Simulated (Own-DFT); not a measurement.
# How strain changes the stress of wurtzite GaN, 96 atoms (Ga48N48)

All numbers below are calculated, not measured. They come from Own-DFT, an in-house plane-wave density functional program, since retired, whose code no person has reviewed. Each row is one single-point run on a periodic cell that was not relaxed, without spin or spin-orbit coupling.

Settings of every run: PBE; PseudoDojo norm-conserving scalar-relativistic files (stringent for Ga); cutoff 96 hartree; 3 x 4 x 3 k mesh centred on Gamma; Gaussian smearing of 0.01 eV.

Known limits: forces on such cells passed a denser k mesh, each cell not checked; stress not checked against mesh or cutoff.

Unstrained cell vectors in Å: (12.756, 0.000, 0.000); (-4.784, 8.285, 0.000); (0.000, 0.000, 10.370). The unstrained cell has measured lattice constants (interpolated for alloys), not those of this functional. That, the random moves and any unrelaxed bonds set the pressure at no strain. Each run strains this cell uniformly, with the atoms carried along. Every atom was also moved at random, by a Gaussian of width 0.05 Å on each axis. Strain is the symmetric tensor, in per cent. Stress is positive in tension, and the pressure is minus a third of its trace.

| run | e_xx (%) | e_yy (%) | e_zz (%) | s_xx (GPa) | s_yy (GPa) | s_zz (GPa) | P (GPa) | E (meV/atom) |
|---|---|---|---|---|---|---|---|---|
| 1 | 0.00 | 0.00 | 2.00 | -4.88 | -5.51 | 0.54 | 3.28 | 4.5 |
| 2 | 0.00 | 0.00 | 3.00 | -4.96 | -4.67 | 4.58 | 1.68 | 9.5 |
| 3 | 0.00 | 0.00 | -2.00 | -8.48 | -8.44 | -17.29 | 11.40 | 30.6 |
| 4 | 0.00 | 0.00 | 2.50 | -4.50 | -5.52 | 3.46 | 2.19 | 0.0 |
| 5 | 0.00 | 0.00 | -1.00 | -8.73 | -8.21 | -10.94 | 9.29 | 24.4 |
| 6 | 0.00 | 0.00 | 1.00 | -7.00 | -6.42 | -2.79 | 5.40 | 17.6 |
| 7 | 0.00 | 0.00 | 1.25 | -6.18 | -6.66 | -0.98 | 4.61 | 1.7 |
| 8 | 0.00 | 0.00 | -0.75 | -7.43 | -8.95 | -10.92 | 9.10 | 33.5 |
| 9 | 0.00 | 0.00 | 0.25 | ? | ? | ? | ? | ? |

E is the free energy for each atom above the lowest run shown.

## Worked fit

The change of volume is close to e_xx + e_yy + e_zz. A straight line through the runs shown gives P = 7.37 - 201 x (fractional change of volume) GPa, with an error of 4 on the slope and a scatter of 0.21 GPa. The strain isn't the same on all axes and the cell isn't cubic, so the slope belongs to this path and is not the bulk modulus.

## Withheld run

Question: what pressure should run 9 give? Its volume changes by 0.25 %.

The line gives 6.9 GPa. The calculation gave 6.46 GPa.
